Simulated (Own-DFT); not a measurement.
# How HSE06 shifts the pressure of corundum Al2O3, 78 atoms (Al32O46), with two O vacancies

These are calculations. Each geometry was run twice at fixed positions with Own-DFT, a retired in-house plane-wave program that no person has reviewed: with PBE, and with HSE06 (exact exchange share 0.25 at short range, screening 0.11 per bohr, Gygi-Baldereschi treatment of its divergence). Both used PseudoDojo norm-conserving files made for PBE, a cutoff of 48 hartree, the Gamma point alone, fixed occupations, a neutral cell and no spin. One k point on a cell 7.9 Å thick isn't converged, and results move with the size of the cell. The oxygen file's force components were 24 meV/Å off all-electron values in a glass.

Unstrained cell vectors in Å: (5.494, 0.000, 8.660); (-2.747, 4.758, 8.660); (-2.747, -4.758, 8.660), volume V0 = 679.1 Å³, from measured lattice constants. Each geometry has its own random strain of a few per cent, its own defect sites and random moves of rms u per axis. HSE06 gave the energy alone. D is its energy less that of PBE, over the lowest D shown. The PBE stress wasn't checked against mesh or cutoff.

```
run  V - V0 (Å³)   u (Å)  P with PBE (GPa)  D (eV)
  1         -5.7  0.0499             11.02   0.878
  2        -13.7  0.0515             14.64   0.516
  3        -23.2  0.0292             17.07   0.000
  4        -10.5  0.0474             12.31   0.683
  5         12.0  0.0519              4.91   1.509
  6        -20.1  0.0457             16.91   0.228
  7         14.6  0.0289              1.83   1.504
  8         19.7  0.0290              0.23   1.695
  9          8.4  0.0284              4.44   1.261
 10         25.5  0.0314             -0.97   1.947
 11         14.8  0.0301              2.57   1.483
 12         20.8  0.0303             -0.28   1.778
 13        -22.7  0.0551             18.77       ?
```

## Worked fit

D = 0.86 + 0.0392 (V - V0) + 82 u² eV, with an error of 0.0006 on the volume slope, 13 on the last term and a scatter of 0.03 eV. Pressure is -dE/dV, and 1 eV/Å³ is 160.2 GPa, so HSE06 changes the pressure by -6.3 ± 0.1 GPa. With the ions held to the strained lattice, the PBE pressure falls by 260 ± 6 GPa per unit of volume strain; the shape of the strain isn't fitted, so the true error is larger, and a relaxed crystal would be softer. On that slope HSE06's volume at a given pressure is about 2.4 % smaller, or 0.8 % in lengths. At u = 0 and V0 the PBE pressure is 7.3 GPa, which puts the zero-pressure volume, against the measured cell and with the defects in, at +2.8 % for PBE and +0.4 % for HSE06, each good to a few tenths of a per cent.

## The run left out

Question: what D should run 13 give?

From the fit: 0.22 eV, with rows scattering by 0.03. The hidden result is 0.229 eV.
